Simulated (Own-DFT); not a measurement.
# How strain changes the stress of grey tin, 64 atoms (Sn64)

Calculated results; nothing here was measured. They come from Own-DFT, an in-house plane-wave density functional program, since retired, whose code no person has reviewed. Each row is one single-point run on a periodic cell that was not relaxed, without spin or spin-orbit coupling.

Settings of every run: PBE; PseudoDojo norm-conserving scalar-relativistic files; cutoff 42 hartree; 3 x 3 x 3 k mesh centred on Gamma; cold (Marzari-Vanderbilt) smearing of 0.2 eV.

Known limits: forces on such cells moved up to 12 meV/angstrom on a denser k mesh; stress not checked against mesh or cutoff.

Unstrained cell vectors in Å: (12.978, 0.000, 0.000); (0.000, 12.978, 0.000); (0.000, 0.000, 12.978). The unstrained cell has measured lattice constants (interpolated for alloys), not those of this functional. That, the random moves and any unrelaxed bonds set the pressure at no strain. Each run strains this cell uniformly, with the atoms carried along. Every atom was also moved at random, by a Gaussian of width 0.05 Å on each axis. Strain is the symmetric tensor, in per cent. Stress is positive in tension, and the pressure is minus a third of its trace.

```
run,e_xx (%),e_yy (%),e_zz (%),s_xx (GPa),s_yy (GPa),s_zz (GPa),P (GPa),E (meV/atom)
1,0.50,0.50,0.00,-3.00,-3.05,-3.20,3.08,4.6
2,1.00,1.00,0.00,-2.51,-2.55,-2.85,2.64,0.0
3,-0.25,-0.25,0.00,-3.87,-3.88,-3.80,3.85,14.5
4,0.50,0.50,0.00,-3.05,-3.01,-3.20,3.08,4.2
5,-3.00,-3.00,0.00,-7.51,-7.57,-6.60,7.23,80.6
6,-0.25,-0.25,0.00,-3.85,-3.86,-3.83,3.85,13.4
7,-2.25,-2.25,0.00,-6.50,-6.46,-5.77,6.25,60.4
8,-2.25,-2.25,0.00,-6.45,-6.42,-5.80,6.22,57.8
9,-3.00,-3.00,0.00,-7.64,-7.60,-6.61,7.28,85.7
10,1.00,1.00,0.00,-2.57,-2.59,-2.83,2.66,4.1
11,-1.25,-1.25,0.00,?,?,?,?,?
```

E is the free energy for each atom above the lowest run shown.

## Worked fit

The change of volume is close to e_xx + e_yy + e_zz. A straight line through the runs shown gives P = 3.70 - 58 x (fractional change of volume) GPa, with an error of 1 on the slope and a scatter of 0.11 GPa. The strain isn't the same on all axes, but the crystal is cubic, so the slope still estimates the bulk modulus, averaged over pressures from 2.6 to 7.3 GPa.

## Withheld run

Question: what pressure should run 11 give? Its volume changes by -2.48 %.

The line gives 5.1 GPa. The calculation gave 4.99 GPa.
